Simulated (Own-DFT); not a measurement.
Hf36O71 (tetragonal hafnia with one neutral oxygen vacancy, atoms displaced) (calculated)

All values are calculated (Own-DFT development build). A calculation, not a measurement: plane-wave PBE and HSE06 DFT by an unreviewed code, no spin, of a simulated cell at Gamma alone, so results move with cell size and shape, stress positive in tension, energies less offsets, not probed for a lower state with spin; hafnium file: forces about 75 meV/angstrom off all-electron values; oxygen file: force components 24 meV/angstrom off all-electron in a glass; k mesh not checked against a denser one; forces and stress are PBE's, HSE06 gives the energy alone, and its difference from PBE has offsets of its own; offsets are fitted by least squares, one for each functional and potential file, so energies compare only between cells with the same atoms and settings and are not formation energies; the far tail of each file's local potential was reset to the Coulomb form; each entry is a single point on an unrelaxed cell, so the pressure reflects the starting lattice, taken from the Materials Project, from which strain is counted, and rises with the displacements; printed positions are rounded, which can move forces by about a meV/angstrom; the program is a retired in-house code; no spin-orbit coupling.

Settings shared by all entries: first functional PBE; second functional HSE06; exact exchange share 0.25; screening 0.11 1/bohr; exchange divergence Gygi-Baldereschi; potential files PseudoDojo norm-conserving, scalar-relativistic, made for PBE, standard set; wave cutoff 48 hartree; occupations fixed; k mesh 1 x 1 x 1 centred on Gamma.

```json
{"entry": 1, "formula": "Hf36O71", "kind": "tetragonal hafnia with one neutral oxygen vacancy, atoms displaced", "structure": {"cell_angstrom": [[10.78, 0.0, 0.0], [0.0, 10.78, 0.0], [0.0, 0.0, 10.4493]], "atoms_fractional": [["Hf", 0.00466, 0.99764, 0.99729], ["Hf", 0.16584, 0.16809, 0.2418], ["O", 0.00029, 0.16558, 0.15236], ["O", 0.1579, 0.00115, 0.34362], ["O", 0.9925, 0.17529, 0.40418], ["O", 0.16679, 0.00402, 0.0956], ["Hf", 0.99997, 0.99724, 0.50356], ["Hf", 0.16436, 0.16937, 0.7528], ["O", 0.99994, 0.17106, 0.65466], ["O", 0.16216, 0.00071, 0.85117], ["O", 0.9936, 0.16017, 0.89628], ["O", 0.16719, 0.00378, 0.59271], ["Hf", 0.9974, 0.3316, 0.99937], ["Hf", 0.16711, 0.49412, 0.25464], ["O", 0.16981, 0.33371, 0.35691], ["O", 0.00051, 0.50326, 0.40859], ["O", 0.16388, 0.33202, 0.10332], ["Hf", 0.98872, 0.32623, 0.49407], ["Hf", 0.16081, 0.51079, 0.74709], ["O", 0.99773, 0.50153, 0.64682], ["O", 0.17907, 0.331, 0.85261], ["O", 0.99252, 0.50006, 0.90759], ["O", 0.16777, 0.33252, 0.59693], ["Hf", 0.99736, 0.66422, 0.00232], ["Hf", 0.1692, 0.83429, 0.2592], ["O", 0.99826, 0.83288, 0.15216], ["O", 0.17077, 0.67226, 0.34449], ["O", 0.99958, 0.83331, 0.39935], ["O", 0.1711, 0.67457, 0.10047], ["Hf", 0.99427, 0.66532, 0.49716], ["Hf", 0.16634, 0.83861, 0.75033], ["O", 0.99656, 0.83872, 0.64707], ["O", 0.16805, 0.67094, 0.84865], ["O", 0.00558, 0.83689, 0.90009], ["O", 0.16304, 0.67184, 0.59154], ["Hf", 0.335, 0.00049, 0.00357], ["Hf", 0.49865, 0.16138, 0.24855], ["O", 0.33001, 0.17188, 0.15033], ["O", 0.50258, 0.00768, 0.34912], ["O", 0.33478, 0.15843, 0.40599], ["O", 0.50258, 0.99947, 0.08999], ["Hf", 0.33096, 0.00287, 0.4986], ["Hf", 0.50053, 0.16364, 0.74858], ["O", 0.33955, 0.16429, 0.65995], ["O", 0.49699, 0.99765, 0.84402], ["O", 0.33019, 0.17248, 0.9087], ["O", 0.49277, 0.99396, 0.59158], ["Hf", 0.33571, 0.33146, 0.01198], ["Hf", 0.50133, 0.49812, 0.25082], ["O", 0.32282, 0.50084, 0.14635], ["O", 0.50166, 0.32804, 0.34832], ["O", 0.33297, 0.50379, 0.40612], ["O", 0.5024, 0.338, 0.09766], ["Hf", 0.34368, 0.33914, 0.50386], ["Hf", 0.49571, 0.49186, 0.75027], ["O", 0.33186, 0.49866, 0.6538], ["O", 0.50576, 0.3332, 0.84904], ["O", 0.33399, 0.50327, 0.91402], ["O", 0.50519, 0.3239, 0.59529], ["Hf", 0.33481, 0.66972, 0.99895], ["Hf", 0.49669, 0.83752, 0.24549], ["O", 0.33192, 0.83224, 0.14694], ["O", 0.50532, 0.66761, 0.34048], ["O", 0.33563, 0.82646, 0.40531], ["O", 0.50513, 0.65867, 0.10505], ["Hf", 0.3297, 0.66133, 0.50626], ["Hf", 0.50723, 0.8373, 0.75511], ["O", 0.33433, 0.83034, 0.65681], ["O", 0.5119, 0.66588, 0.85463], ["O", 0.33083, 0.83044, 0.9041], ["O", 0.48942, 0.67333, 0.60219], ["Hf", 0.65636, 0.99555, 0.99631], ["Hf", 0.83105, 0.16338, 0.25716], ["O", 0.66548, 0.16601, 0.14968], ["O", 0.84079, 0.00642, 0.35443], ["O", 0.65888, 0.16452, 0.39909], ["O", 0.83832, 0.99557, 0.09838], ["Hf", 0.66355, 0.99406, 0.49761], ["Hf", 0.83661, 0.17133, 0.74626], ["O", 0.67523, 0.16428, 0.64603], ["O", 0.83576, 0.004, 0.84256], ["O", 0.66812, 0.16133, 0.9074], ["O", 0.83196, 0.99832, 0.59526], ["Hf", 0.6685, 0.32971, 0.00728], ["Hf", 0.83149, 0.50238, 0.24993], ["O", 0.67109, 0.50079, 0.14506], ["O", 0.84184, 0.33673, 0.34336], ["O", 0.6663, 0.49184, 0.40567], ["O", 0.83381, 0.32909, 0.09612], ["Hf", 0.67542, 0.32737, 0.5], ["Hf", 0.83399, 0.50227, 0.75073], ["O", 0.66094, 0.49547, 0.6524], ["O", 0.83167, 0.32879, 0.84701], ["O", 0.66848, 0.50663, 0.90688], ["O", 0.82305, 0.34105, 0.59878], ["Hf", 0.6722, 0.6641, 0.00947], ["Hf", 0.83498, 0.83085, 0.25226], ["O", 0.66296, 0.83304, 0.15309], ["O", 0.82796, 0.66696, 0.35085], ["O", 0.66503, 0.83642, 0.39213], ["O", 0.82575, 0.66954, 0.09266], ["Hf", 0.66511, 0.67156, 0.49854], ["Hf", 0.82848, 0.84082, 0.74374], ["O", 0.65888, 0.83535, 0.65133], ["O", 0.82678, 0.66463, 0.84315], ["O", 0.66904, 0.83685, 0.90121], ["O", 0.82364, 0.665, 0.58789]]}, "results": {"PBE_energy_of_cell_above_offsets [eV]": "-96.819", "HSE06_less_PBE_above_offsets [eV]": "0.080", "PBE_pressure [GPa]": 2.36, "PBE_stress_xx [GPa]": -2.49, "PBE_stress_yy [GPa]": -1.63, "PBE_stress_zz [GPa]": -2.96, "PBE_stress_yz [GPa]": -0.58, "PBE_stress_xz [GPa]": -0.52, "PBE_stress_xy [GPa]": 0.11, "force_element": ["Hf", "Hf", "O", "O", "O", "O", "Hf", "Hf", "O", "O", "O", "O", "Hf", "Hf", "O", "O", "O", "Hf", "Hf", "O", "O", "O", "O", "Hf", "Hf", "O", "O", "O", "O", "Hf", "Hf", "O", "O", "O", "O", "Hf", "Hf", "O", "O", "O", "O", "Hf", "Hf", "O", "O", "O", "O", "Hf", "Hf", "O", "O", "O", "O", "Hf", "Hf", "O", "O", "O", "O", "Hf", "Hf", "O", "O", "O", "O", "Hf", "Hf", "O", "O", "O", "O", "Hf", "Hf", "O", "O", "O", "O", "Hf", "Hf", "O", "O", "O", "O", "Hf", "Hf", "O", "O", "O", "O", "Hf", "Hf", "O", "O", "O", "O", "Hf", "Hf", "O", "O", "O", "O", "Hf", "Hf", "O", "O", "O", "O"], "force_x [eV/angstrom]": [-1.321, -0.657, -0.439, 0.186, 0.224, 0.806, -0.229, 0.921, -0.173, 0.782, 0.82, -0.35, 0.281, -0.318, -0.085, -0.086, -0.682, 2.343, 0.736, -0.049, -1.439, 0.515, -0.126, 1.354, -0.532, 0.313, -0.535, -0.357, -1.622, 0.442, 0.509, 0.166, -0.518, -0.579, -0.596, -1.552, 0.593, 1.086, -0.266, -0.143, -1.942, 0.138, 1.007, -1.211, 0.019, 0.743, 1.617, -0.978, -0.226, 1.343, -0.92, 0.499, -0.027, -2.056, 1.459, -0.411, -0.191, 0.226, -0.073, 0.574, 0.188, 0.7, 0.213, -0.044, -1.117, 0.524, -2.488, -0.869, -0.976, 0.17, 1.932, 3.982, 0.358, -0.042, -0.456, 1.259, -1.243, -0.309, -0.59, -1.454, -0.26, -0.501, -0.173, -0.181, 0.287, -0.036, -0.666, -0.045, 0.617, -2.969, -1.825, 0.208, 0.217, 0.507, 2.96, -4.001, 0.133, 0.403, 0.102, 0.337, 3.9, -2.448, 0.523, 1.825, 0.929, 0.047, 1.368], "force_y [eV/angstrom]": [0.01, 0.229, 0.254, 0.688, -2.669, 0.126, 0.043, 0.844, 0.068, 0.354, 1.537, -0.076, -1.062, 0.939, -0.4, -0.584, 0.331, 2.47, -1.82, 0.494, 1.215, -0.24, -0.162, 1.663, -0.707, -0.434, -1.808, -0.203, -0.613, 0.495, -0.25, -0.194, -0.666, -1.328, -0.613, -0.361, 1.689, -0.447, -2.058, 2.039, 0.183, -1.519, 1.071, -0.053, 1.183, -1.701, 0.424, 1.429, 0.712, -0.573, 0.488, -1.006, -0.022, -1.382, 1.978, -0.161, -0.832, -0.707, 0.341, -0.784, -1.477, 0.978, -0.227, 1.541, 0.35, 1.868, -3.01, 0.483, 0.326, 1.576, -0.61, 0.672, -0.137, 0.116, -1.471, -0.14, 0.162, 1.238, -1.178, -0.328, -0.888, 0.552, -0.491, 0.538, -0.159, -0.486, -0.209, 1.29, 0.605, 0.294, -0.456, 0.516, 1.265, -2.163, -0.443, 0.051, 1.721, 0.337, -0.342, -0.126, -0.118, -1.264, 0.063, 0.084, 1.365, -0.404, 0.268], "force_z [eV/angstrom]": [0.548, 1.284, 0.147, 0.509, -0.705, 0.406, -0.839, 0.015, -1.087, -0.711, 0.615, 0.835, -0.032, -0.313, -1.23, -1.323, 0.124, 1.864, 0.35, 1.151, -0.519, -0.25, 0.061, 0.432, -1.875, 0.366, 0.6, 0.279, -0.786, 0.193, -0.05, 0.27, -0.529, -0.067, 1.109, -1.412, 0.543, 0.332, -0.735, -0.646, 1.824, 0.413, 0.154, -0.29, 0.892, -0.1, 0.612, -1.727, -0.564, 1.921, -0.535, -0.767, 0.804, -0.453, 1.378, -0.132, -0.2, -1.432, 0.644, 0.848, 0.757, 0.813, 0.694, -0.569, -0.353, -0.3, -0.275, 0.583, -0.989, -0.204, -0.646, 0.065, -1.922, 0.768, -0.275, -0.082, -0.027, 0.203, 1.22, 0.43, -0.488, -0.586, 0.016, -1.878, -0.198, 1.619, 0.452, -0.655, 0.503, -0.518, 0.221, 0.383, 0.095, -0.151, 0.513, -2.944, -1.097, -0.044, -0.711, 1.083, 2.196, -0.48, 1.342, -1.238, -0.321, -0.419, 1.199]}}
{"entry": 2, "formula": "Hf36O71", "kind": "tetragonal hafnia with one neutral oxygen vacancy, atoms displaced", "structure": {"cell_angstrom": [[10.78, 0.0, 0.0], [0.0, 10.78, 0.0], [0.0, 0.0, 10.4493]], "atoms_fractional": [["Hf", 0.9969, 0.00054, 0.99889], ["Hf", 0.16056, 0.16958, 0.24364], ["O", 0.99742, 0.16549, 0.15187], ["O", 0.16788, 0.99994, 0.3423], ["O", 0.99919, 0.16898, 0.40305], ["O", 0.16609, 0.99788, 0.0985], ["Hf", 0.00241, 0.99929, 0.50169], ["Hf", 0.17443, 0.16622, 0.75175], ["O", 0.9988, 0.16484, 0.65265], ["O", 0.16668, 0.99944, 0.85149], ["O", 0.99346, 0.16608, 0.89907], ["O", 0.16431, 0.00238, 0.59791], ["Hf", 0.99951, 0.33166, 0.99877], ["Hf", 0.16386, 0.50115, 0.24813], ["O", 0.99645, 0.5025, 0.15211], ["O", 0.16942, 0.33583, 0.34489], ["O", 0.99724, 0.50251, 0.40488], ["O", 0.16729, 0.33107, 0.09559], ["Hf", 0.00095, 0.3299, 0.50301], ["Hf", 0.16776, 0.49699, 0.75139], ["O", 0.99722, 0.49599, 0.6477], ["O", 0.16478, 0.33336, 0.84662], ["O", 0.99701, 0.50388, 0.9051], ["O", 0.16449, 0.33399, 0.59318], ["Hf", 0.99889, 0.66415, 0.99881], ["Hf", 0.16481, 0.83266, 0.25196], ["O", 0.99403, 0.83275, 0.15064], ["O", 0.17029, 0.67032, 0.34375], ["O", 0.00226, 0.83095, 0.4038], ["O", 0.16475, 0.66562, 0.0993], ["Hf", 0.99774, 0.66625, 0.50029], ["Hf", 0.16827, 0.83205, 0.74761], ["O", 0.00195, 0.84032, 0.65277], ["O", 0.16472, 0.66636, 0.84781], ["O", 0.99904, 0.83635, 0.90158], ["O", 0.1716, 0.6654, 0.59581], ["Hf", 0.33357, 0.00099, 0.00123], ["Hf", 0.50085, 0.1648, 0.24912], ["O", 0.33638, 0.16683, 0.15575], ["O", 0.50078, 4e-05, 0.34607], ["O", 0.33391, 0.16352, 0.40185], ["O", 0.49542, 0.99702, 0.09904], ["Hf", 0.33259, 0.99503, 0.49673], ["Hf", 0.50008, 0.17225, 0.74781], ["O", 0.33444, 0.16844, 0.65178], ["O", 0.49426, 0.00078, 0.84558], ["O", 0.32909, 0.16708, 0.89928], ["O", 0.49795, 0.99914, 0.59337], ["Hf", 0.33452, 0.32979, 0.00228], ["Hf", 0.50149, 0.4925, 0.25192], ["O", 0.32786, 0.50231, 0.15168], ["O", 0.33262, 0.49896, 0.40712], ["O", 0.49884, 0.33578, 0.10125], ["Hf", 0.3342, 0.33017, 0.49754], ["Hf", 0.49716, 0.50212, 0.74533], ["O", 0.3265, 0.50032, 0.64704], ["O", 0.49488, 0.33515, 0.84866], ["O", 0.33515, 0.49971, 0.90366], ["O", 0.49706, 0.33682, 0.59883], ["Hf", 0.33365, 0.66705, 0.00191], ["Hf", 0.50412, 0.83354, 0.25], ["O", 0.33151, 0.83101, 0.15846], ["O", 0.50068, 0.66798, 0.34643], ["O", 0.32957, 0.83215, 0.40429], ["O", 0.50141, 0.66812, 0.0986], ["Hf", 0.33412, 0.66829, 0.50113], ["Hf", 0.50195, 0.83593, 0.75301], ["O", 0.33787, 0.83006, 0.65636], ["O", 0.49993, 0.67221, 0.84829], ["O", 0.33475, 0.83366, 0.89969], ["O", 0.49914, 0.66865, 0.59588], ["Hf", 0.6677, 0.99969, 0.00252], ["Hf", 0.83549, 0.16988, 0.24748], ["O", 0.66475, 0.16461, 0.15189], ["O", 0.82926, 0.99626, 0.34867], ["O", 0.66687, 0.1674, 0.39966], ["O", 0.83159, 0.99575, 0.09693], ["Hf", 0.66754, 0.00063, 0.50426], ["Hf", 0.83465, 0.16468, 0.74727], ["O", 0.66327, 0.16924, 0.65266], ["O", 0.82938, 0.00539, 0.84905], ["O", 0.66575, 0.1708, 0.9015], ["O", 0.83333, 0.00151, 0.59585], ["Hf", 0.66669, 0.33442, 0.0046], ["Hf", 0.83037, 0.49934, 0.25257], ["O", 0.66836, 0.4968, 0.14958], ["O", 0.83209, 0.33341, 0.34615], ["O", 0.66931, 0.49457, 0.40181], ["O", 0.83865, 0.33177, 0.099], ["Hf", 0.66806, 0.33156, 0.50103], ["Hf", 0.83203, 0.50169, 0.74887], ["O", 0.66887, 0.5021, 0.65217], ["O", 0.82951, 0.33831, 0.84887], ["O", 0.66923, 0.50195, 0.90214], ["O", 0.83274, 0.33413, 0.60187], ["Hf", 0.66692, 0.66971, 0.99791], ["Hf", 0.82925, 0.83309, 0.25014], ["O", 0.66078, 0.83396, 0.15506], ["O", 0.83497, 0.66939, 0.34521], ["O", 0.66679, 0.83071, 0.39771], ["O", 0.82917, 0.66677, 0.09876], ["Hf", 0.66297, 0.66622, 0.49968], ["Hf", 0.83497, 0.83199, 0.74997], ["O", 0.67064, 0.83439, 0.65023], ["O", 0.83122, 0.6678, 0.8509], ["O", 0.66374, 0.82796, 0.90098], ["O", 0.83455, 0.67077, 0.59345]]}, "results": {"PBE_energy_of_cell_above_offsets [eV]": "-101.270", "HSE06_less_PBE_above_offsets [eV]": "-0.154", "PBE_pressure [GPa]": 0.71, "PBE_stress_xx [GPa]": -1.06, "PBE_stress_yy [GPa]": 0.28, "PBE_stress_zz [GPa]": -1.35, "PBE_stress_yz [GPa]": 0.06, "PBE_stress_xz [GPa]": 0.17, "PBE_stress_xy [GPa]": 0.01, "force_element": ["Hf", "Hf", "O", "O", "O", "O", "Hf", "Hf", "O", "O", "O", "O", "Hf", "Hf", "O", "O", "O", "O", "Hf", "Hf", "O", "O", "O", "O", "Hf", "Hf", "O", "O", "O", "O", "Hf", "Hf", "O", "O", "O", "O", "Hf", "Hf", "O", "O", "O", "O", "Hf", "Hf", "O", "O", "O", "O", "Hf", "Hf", "O", "O", "O", "Hf", "Hf", "O", "O", "O", "O", "Hf", "Hf", "O", "O", "O", "O", "Hf", "Hf", "O", "O", "O", "O", "Hf", "Hf", "O", "O", "O", "O", "Hf", "Hf", "O", "O", "O", "O", "Hf", "Hf", "O", "O", "O", "O", "Hf", "Hf", "O", "O", "O", "O", "Hf", "Hf", "O", "O", "O", "O", "Hf", "Hf", "O", "O", "O", "O"], "force_x [eV/angstrom]": [0.706, 1.422, 0.145, -0.323, 0.041, -0.257, -0.42, -1.018, 0.595, 0.01, 0.241, 1.107, -0.195, 0.038, 0.275, -0.372, 0.132, -0.527, -0.388, -0.545, 0.556, -0.068, 0.242, 0.494, -0.103, -0.379, 0.64, -0.158, 0.017, -0.088, 0.818, 0.282, -0.346, -0.019, -0.252, -1.411, -0.593, -0.227, -0.767, -0.012, 0.378, 0.93, 0.034, -0.01, -0.011, 0.477, 0.027, 0.309, 0.067, -0.649, 1.113, 0.767, 0.072, -0.635, -0.146, 1.189, 0.172, -0.171, 0.688, 0.062, -1.411, 0.246, 0.19, 0.135, -0.234, -0.312, -0.076, -0.754, -0.176, -0.252, 0.457, -0.538, -1.001, 0.535, 0.293, -0.334, -0.225, -0.241, -0.073, 0.369, -0.259, -0.339, 0.073, 0.629, 0.569, -0.549, 0.105, -0.677, -0.914, 0.04, 0.266, -0.816, 0.36, -0.553, -0.036, -0.296, 0.427, 1.389, -0.23, -0.213, 0.176, 0.364, 0.194, -0.49, 0.299, 0.329, -0.403], "force_y [eV/angstrom]": [-0.735, -0.459, -0.043, 0.688, -0.671, 0.547, -0.16, -0.538, 0.158, 0.232, 0.355, -0.124, 0.572, 0.794, -0.273, -0.595, -0.622, -0.297, 1.088, 0.782, 0.48, -0.146, -1.254, -0.368, 1.123, 0.119, 0.143, -1.296, 0.612, 0.077, -0.207, 0.072, -0.375, -0.057, -0.378, 0.489, -0.866, 0.17, 0.188, -0.061, 0.407, 0.243, 0.579, -0.586, 0.098, 0.726, 0.088, 0.015, 0.834, 0.683, -0.335, -0.168, 0.006, 0.203, 0.284, -0.111, 0.127, -0.079, 0.04, 0.261, -0.304, 0.019, -1.032, 0.282, -0.211, -0.46, -0.011, 0.332, -1.343, 0.061, -0.481, 0.246, -0.662, 0.087, 1.046, 0.219, 0.386, -0.482, 1.101, -0.234, -1.32, -0.547, 0.255, 0.537, 0.743, -0.374, -0.357, 0.635, -0.353, -0.327, -0.434, 0.156, -0.683, -0.319, -0.323, -1.137, -0.066, 0.345, -0.808, 0.341, 0.065, 0.321, 0.275, 0.071, 0.234, 2.004, 0.026], "force_z [eV/angstrom]": [-0.012, 1.106, -0.587, 0.625, -0.548, -0.401, -0.582, -0.197, -0.051, -0.696, 0.495, 0.042, -0.688, 0.339, 0.122, -0.135, -0.345, 0.024, -0.1, -0.552, 0.996, 0.116, -0.496, 0.56, 0.916, -0.903, 0.323, 0.519, 0.118, -0.616, -0.341, 0.753, 0.035, -0.247, -0.125, 0.291, -0.268, 1.002, -0.749, 0.161, 0.145, -0.415, -0.047, 0.62, -0.057, 0.137, 0.441, 0.291, -0.304, -0.15, 0.374, -0.679, 0.301, -0.31, 0.731, 1.043, -0.125, -0.226, -0.467, 0.317, 0.278, -0.562, 0.202, 0.12, -0.353, -0.638, -0.167, -0.534, -0.468, 0.765, 0.455, -0.622, 0.981, -0.308, -0.282, 0.483, 0.037, -1.222, 0.564, -0.416, -0.159, 0.53, 0.468, -0.954, -0.327, 0.658, 0.285, -0.079, 0.085, 0.011, 0.522, -0.208, -0.135, 0.098, -0.56, 0.492, -0.172, -1.127, 0.35, 0.926, -0.235, -0.54, 0.25, 0.124, -0.771, -0.043, 0.672]}}
```
